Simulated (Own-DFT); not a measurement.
# One host, several defects: 2H SiC

The numbers are computed, not measured, by runs of the plane-wave DFT program Own-DFT (in-house, retired, unreviewed) at fixed positions, with no spin and no spin-orbit coupling.

Settings: PBE; PseudoDojo norm-conserving scalar-relativistic files; cutoff 42 hartree; 4 x 4 x 3 k mesh centred on Gamma; Fermi-Dirac smearing of 0.1 eV.

Limits (not all hold for every row): not probed for a lower state with spin; forces on such cells moved up to 12 meV/angstrom on a denser k mesh; forces on such cells passed a denser k mesh, each cell not checked; stress not checked against mesh or cutoff.

All runs share one cell, with vectors in Å (9.248, 0.000, 0.000); (-4.624, 8.009, 0.000); (0.000, 0.000, 10.068) and a volume of 745.7 Å³. Atoms were moved at random from their sites; u is the rms move along one axis. The defect's site can differ from row to row.

```
cell,formula,u (Å),P (GPa)
no defect,C36Si36,0.0294,3.81
no defect,C36Si36,0.0317,3.99
no defect,C36Si36,0.0570,5.67
one Si on a C site,C35Si37,0.0300,10.47
one Si on a C site,C35Si37,0.0307,10.65
one Si on a C site,C35Si37,0.0517,11.80
two N on a C site each,C34N2Si36,0.0274,2.77
two N on a C site each,C34N2Si36,0.0504,3.78
two N on a C site each,C34N2Si36,0.0515,4.30
two Al on a Si site each,Al2C36Si34,0.0305,5.93
two Al on a Si site each,Al2C36Si34,0.0308,6.04
two Al on a Si site each,Al2C36Si34,0.0485,7.12
one C vacancy,C35Si36,0.0301,?
one C vacancy,C35Si36,0.0309,3.81
one C vacancy,C35Si36,0.0309,3.88
one C vacancy,C35Si36,0.0315,3.59
```

## Fit

P = P0 + c u² + a shift for each defect gives P0 = 3.23 GPa, c = 741 ± 47 GPa/Å² and a scatter of 0.14 GPa. The shifts, and each times the cell's volume:

- one Si on a C site: 6.63 ± 0.12 GPa, 30.9 eV
- two Al on a Si site each: 2.09 ± 0.12 GPa, 9.7 eV (4.9 eV for each of its 2 sites)
- one C vacancy: -0.18 ± 0.12 GPa, -0.9 eV (not resolved)
- two N on a C site each: -1.08 ± 0.12 GPa, -5.0 eV (-2.5 eV for each of its 2 sites)

Positive is outwards. The product with the volume (160.2 GPa Å³ to the eV) is nearly free of the cell's size; divided by the bulk modulus at the cell's pressure it gives the volume that the defect adds. The atoms around the defects weren't relaxed, which would change these numbers.

## Withheld run

Asked: what pressure belongs in the blank (one C vacancy, u = 0.0301 Å)?

The fit gives 3.72 ± 0.17 GPa. The run itself gave 3.75 GPa.
